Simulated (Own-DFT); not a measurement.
# What random displacements cost in beta-Si3N4, 42 atoms (N24Si18)

Calculated results; nothing here was measured. They come from Own-DFT, an in-house plane-wave density functional program, since retired, whose code no person has reviewed. Each row is one single-point run on a periodic cell that was not relaxed, without spin or spin-orbit coupling.

Settings of every run: PBE; PseudoDojo norm-conserving scalar-relativistic files; cutoff 42 hartree; 3 x 3 x 3 k mesh centred on Gamma; Fermi-Dirac smearing of 0.1 eV.

Known limits, some of them of some rows only: some atoms lie very close together; forces on such cells passed a denser k mesh, each cell not checked; stress not checked against mesh or cutoff.

Cell vectors in Å: (7.606, 0.000, 0.000); (-3.803, 6.587, 0.000); (0.000, 0.000, 8.727). In each run every atom was moved at random and independently from its ideal site; u is the rms move along one axis. E is the free energy for each atom above the fitted value at u = 0, and F the rms of the force components.

```
run,u (Å),E (meV/atom),F (eV/Å),largest force (eV/Å),P (GPa)
1,0.0179,17.8,0.877,2.93,5.57
2,0.0189,?,?,?,?
3,0.0221,21.1,0.920,3.17,5.61
4,0.0473,81.4,1.635,6.78,7.16
5,0.0479,108.9,2.016,6.59,8.23
6,0.0486,102.3,1.868,6.67,8.33
7,0.0985,467.4,4.987,27.08,17.42
8,0.1023,518.7,4.978,19.90,18.53
9,0.1040,517.8,4.972,23.96,18.37
10,0.1406,1006.9,8.914,55.79,33.91
```

## Worked fit

For small independent moves the energy grows as E = (3/2) K u², with K the mean stiffness felt by one atom. The runs with u up to 0.11 Å give K = 30.7 ± 1.4 eV/Å², with residuals divided by u² + 0.0006 Å², since the noise grows with the moves. The scatter is 12.4 meV/atom at u = 0.05 Å. The forces follow F = G u with G = 44.4 eV/Å²; no force at u = 0 is resolved. G exceeds K because the moves of its neighbours add to the force on an atom, and stiffness differs between atoms. At u = 0.141 Å the parabola gives 912 meV/atom and the run 1007. The pressure follows P = 5.04 + 1264 u² GPa: at fixed volume, shortened bonds push harder than stretched ones pull.

## Withheld run

Question: what energy and rms force should run 2 give?

The fit gives 16 ± 4 meV/atom and about 0.84 eV/Å. The calculation gave 14.9 meV/atom and 0.832 eV/Å.
